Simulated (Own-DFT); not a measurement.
# What a defect does to the pressure of its cell: C40 NbSi2

Everything here is calculated. The program is Own-DFT (plane waves, in-house, since retired, never reviewed by a person); positions were held fixed, and spin and spin-orbit coupling were off.

Method: PBE; PseudoDojo norm-conserving scalar-relativistic files; cutoff 42 hartree; 4 x 4 x 5 k mesh centred on Gamma; cold (Marzari-Vanderbilt) smearing of 0.2 eV.

Caveats: forces on such cells failed a check on a denser k mesh; stress not checked against mesh or cutoff.

All runs share one cell, with vectors in Å (0.000, 8.324, 0.000); (-9.613, 0.000, 0.000); (0.000, 0.000, 6.586) and a volume of 527.0 Å³. u is the rms random offset of the atoms per axis. The defect's site can differ from row to row.

```
                    cell   formula   u (Å)  P (GPa)
               no defect  Nb12Si24  0.0195     1.49
               no defect  Nb12Si24  0.0205     1.48
               no defect  Nb12Si24  0.0496     2.76
two Nb on a Si site each  Nb14Si22  0.0286     7.50
two Nb on a Si site each  Nb14Si22  0.0309        ?
two Nb on a Si site each  Nb14Si22  0.0459     8.16
two Nb on a Si site each  Nb14Si22  0.0542     8.33
        two Nb vacancies  Nb10Si24  0.0304    -0.03
        two Nb vacancies  Nb10Si24  0.0440     0.66
        two Nb vacancies  Nb10Si24  0.0531     0.78
          one Si vacancy  Nb12Si23  0.0301     1.06
          one Si vacancy  Nb12Si23  0.0437     1.62
          one Si vacancy  Nb12Si23  0.0524     1.79
two Si on a Nb site each  Nb10Si26  0.0321     1.75
two Si on a Nb site each  Nb10Si26  0.0347     1.86
two Si on a Nb site each  Nb10Si26  0.0508     2.75
```

## Worked fit

P = P0 + c u² + a shift for each defect gives P0 = 1.36 GPa, c = 505 ± 46 GPa/Å² and a scatter of 0.15 GPa. The shifts, and each times the cell's volume:

- two Nb on a Si site each: 5.65 ± 0.13 GPa, 18.6 eV (9.3 eV for each of its 2 sites)
- two Si on a Nb site each: -0.05 ± 0.12 GPa, -0.2 eV (-0.1 eV for each of its 2 sites) (not resolved)
- one Si vacancy: -0.80 ± 0.12 GPa, -2.6 eV
- two Nb vacancies: -1.85 ± 0.12 GPa, -6.1 eV (-3.0 eV for each of its 2 sites)

Positive is outwards. The product with the volume (160.2 GPa Å³ to the eV) is nearly free of the cell's size; divided by the bulk modulus at the cell's pressure it gives the volume that the defect adds. The atoms around the defects weren't relaxed, which would change these numbers.

## The run left out

Question: what pressure belongs in the blank (two Nb on a Si site each, u = 0.0309 Å)?

The fitted form gives 7.49 ± 0.17 GPa. DFT gave 7.56 GPa.
